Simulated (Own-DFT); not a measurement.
# How strain changes the stress of grey tin, 64 atoms (Sn64)

All numbers below are calculated, not measured. The program, named Own-DFT, is a retired in-house plane-wave density functional code that no person has reviewed. Each row is one single-point run on a periodic cell that was not relaxed, without spin or spin-orbit coupling.

Settings of every run: PBE; PseudoDojo norm-conserving scalar-relativistic files; cutoff 42 hartree; 3 x 3 x 3 k mesh centred on Gamma; cold (Marzari-Vanderbilt) smearing of 0.2 eV.

Known limits: forces on such cells moved up to 12 meV/angstrom on a denser k mesh; stress not checked against mesh or cutoff.

Unstrained cell vectors in Å: (12.978, 0.000, 0.000); (0.000, 12.978, 0.000); (0.000, 0.000, 12.978). The unstrained cell has measured lattice constants (interpolated for alloys), not those of this functional. That, the random moves and any unrelaxed bonds set the pressure at no strain. Each run strains this cell uniformly, with the atoms carried along. Every atom was also moved at random, by a Gaussian of width 0.05 Å on each axis. Strain is the symmetric tensor, in per cent. Stress is positive in tension, and the pressure is minus a third of its trace.

```
run,e_xx (%),e_yy (%),e_zz (%),s_xx (GPa),s_yy (GPa),s_zz (GPa),P (GPa),E (meV/atom)
1,0.25,0.25,0.00,-3.33,-3.39,-3.46,3.39,9.1
2,-1.50,-1.50,0.00,-5.51,-5.43,-5.02,5.32,40.1
3,-2.00,-2.00,0.00,-6.14,-6.04,-5.54,5.91,49.3
4,-2.50,-2.50,0.00,-6.80,-6.86,-6.06,6.57,66.7
5,0.25,0.25,0.00,-3.34,-3.28,-3.38,3.34,3.3
6,-2.00,-2.00,0.00,-6.11,-6.09,-5.55,5.92,51.6
7,0.75,0.75,0.00,-2.84,-2.84,-3.02,2.90,2.5
8,-0.50,-0.50,0.00,-4.23,-4.24,-4.09,4.18,21.2
9,-0.50,-0.50,0.00,-4.28,-4.38,-4.18,4.28,32.7
10,-2.50,-2.50,0.00,-6.80,-6.82,-6.06,6.56,62.9
11,-1.50,-1.50,0.00,-5.47,-5.41,-4.89,5.26,36.0
12,0.75,0.75,0.00,-2.81,-2.77,-3.02,2.86,0.0
13,-1.00,-1.00,0.00,?,?,?,?,?
```

E is the free energy for each atom above the lowest run shown.

## Worked fit

The change of volume is close to e_xx + e_yy + e_zz. A straight line through the runs shown gives P = 3.68 - 57 x (fractional change of volume) GPa, with an error of 1 on the slope and a scatter of 0.07 GPa. The strain isn't the same on all axes, but the crystal is cubic, so the slope still estimates the bulk modulus, averaged over pressures from 2.9 to 6.6 GPa.

## Withheld run

Question: what pressure should run 13 give? Its volume changes by -1.99 %.

The line gives 4.8 GPa. The calculation gave 4.69 GPa.
